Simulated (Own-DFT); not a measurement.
# From a pressure shift to a lattice shift: zincblende InGaAs with randomly placed atoms, 64 atoms (As32Ga24In8)

Source: density functional calculations with Own-DFT, an unreviewed in-house program that is no longer used. Nothing was measured or relaxed, and spin and spin-orbit coupling are left out.

Caveats: forces on such cells passed a denser k mesh, each cell not checked; stress not checked against mesh or cutoff.

Each geometry was run with PBE and with PBEsol, otherwise alike: PseudoDojo norm-conserving scalar-relativistic files made for PBE; cutoff 42 hartree; 3 x 3 x 3 k mesh centred on Gamma; Fermi-Dirac smearing of 0.1 eV. Unstrained cell vectors in Å: (11.509, 0.000, 0.000); (0.000, 11.509, 0.000); (0.000, 0.000, 11.509). Each has a uniform strain, of which the change of volume is shown, and random moves of rms u per axis. The random placing of the alloy's atoms differs from row to row.

| run | volume change (%) | u (Å) | P with PBE (GPa) | P with PBEsol (GPa) |
|---|---|---|---|---|
| 1 | 2.49 | 0.0507 | 3.08 | 0.20 |
| 2 | -1.76 | 0.0519 | 6.49 | 3.37 |
| 3 | -1.13 | 0.0512 | 5.94 | 2.86 |
| 4 | 0.52 | 0.0508 | 4.45 | 1.46 |
| 5 | -2.70 | 0.0518 | 7.14 | 3.97 |
| 6 | 0.15 | 0.0501 | 4.78 | 1.77 |
| 7 | -3.08 | 0.0524 | 7.55 | 4.34 |
| 8 | -0.17 | 0.0534 | 5.12 | 2.10 |
| 9 | -0.04 | 0.0503 | 4.81 | ? |

Q: by how much does PBEsol shrink this cell, and what belongs in the blank?

## Working it out

Write v for the change of volume as a fraction. Fitted to v and u², the PBE pressure has a slope of -80 ± 2 GPa in v, with the ions held to the strained lattice. The difference PBEsol less PBE is -3.02 + 5.8 v GPa (slope ± 0.1) and averages -3.06 GPa. Divided by the mean slope of the two, 78 GPa, that makes PBEsol's volume at a given pressure, near 4 GPa, about 3.9 % smaller, or 1.32 % in lengths. At one volume PBEsol's slope is the smaller by 6 GPa, but its pressure there is lower too. If stiffness rises by about 4 GPa for each GPa, PBEsol at equal pressure is stiffer by about 6 GPa. Files made for PBEsol would give a different shift.

For run 9 the line gives 1.79 GPa. The run itself gave 1.79 GPa.
